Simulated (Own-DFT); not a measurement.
# Point defects and the pressure they add: C40 NbSi2

No measurement is shown. These are fixed-geometry runs of a retired plane-wave code named Own-DFT, which no person has reviewed; spin and spin-orbit coupling are neglected.

Common settings: PBE; PseudoDojo norm-conserving scalar-relativistic files; cutoff 42 hartree; 4 x 4 x 5 k mesh centred on Gamma; cold (Marzari-Vanderbilt) smearing of 0.2 eV.

Caveats: forces on such cells failed a check on a denser k mesh; stress not checked against mesh or cutoff.

All runs share one cell, with vectors in Å (0.000, 8.324, 0.000); (-9.613, 0.000, 0.000); (0.000, 0.000, 6.586) and a volume of 527.0 Å³. Atoms were moved at random from their sites; u is the rms move along one axis. The defect's site can differ from row to row.

| cell | formula | u (Å) | P (GPa) |
|---|---|---|---|
| no defect | Nb12Si24 | 0.0165 | 1.43 |
| no defect | Nb12Si24 | 0.0469 | 2.45 |
| no defect | Nb12Si24 | 0.0498 | 2.60 |
| two Nb on a Si site each | Nb14Si22 | 0.0299 | 7.28 |
| two Nb on a Si site each | Nb14Si22 | 0.0435 | 7.92 |
| two Nb on a Si site each | Nb14Si22 | 0.0494 | 8.46 |
| one Si vacancy | Nb12Si23 | 0.0283 | 0.95 |
| one Si vacancy | Nb12Si23 | 0.0329 | 1.17 |
| one Si vacancy | Nb12Si23 | 0.0485 | 1.80 |
| two Si on a Nb site each | Nb10Si26 | 0.0275 | 1.42 |
| two Si on a Nb site each | Nb10Si26 | 0.0316 | 1.81 |
| two Si on a Nb site each | Nb10Si26 | 0.0480 | ? |
| two Si on a Nb site each | Nb10Si26 | 0.0554 | 3.00 |
| two Nb vacancies | Nb10Si24 | 0.0327 | 0.06 |
| two Nb vacancies | Nb10Si24 | 0.0489 | 0.86 |
| two Nb vacancies | Nb10Si24 | 0.0531 | 0.89 |

## Analysis

P = P0 + c u² + a shift for each defect gives P0 = 1.19 GPa, c = 585 ± 37 GPa/Å² and a scatter of 0.12 GPa. The shifts, and each times the cell's volume:

- two Nb on a Si site each: 5.67 ± 0.10 GPa, 18.7 eV (9.3 eV for each of its 2 sites)
- two Si on a Nb site each: -0.06 ± 0.10 GPa, -0.2 eV (-0.1 eV for each of its 2 sites) (not resolved)
- one Si vacancy: -0.71 ± 0.10 GPa, -2.3 eV
- two Nb vacancies: -1.82 ± 0.10 GPa, -6.0 eV (-3.0 eV for each of its 2 sites)

A positive shift means that the defect pushes the cell outwards. Shift times volume (160.2 GPa Å³ is 1 eV) depends little on the cell's size, so, taken for each site, it can be compared between cells at like pressure. The atoms around the defects weren't relaxed, which would change these numbers.

## The run left out

Q: what pressure belongs in the blank (two Si on a Nb site each, u = 0.0480 Å)?

Estimate: 2.49 ± 0.14 GPa. DFT gave 2.27 GPa.
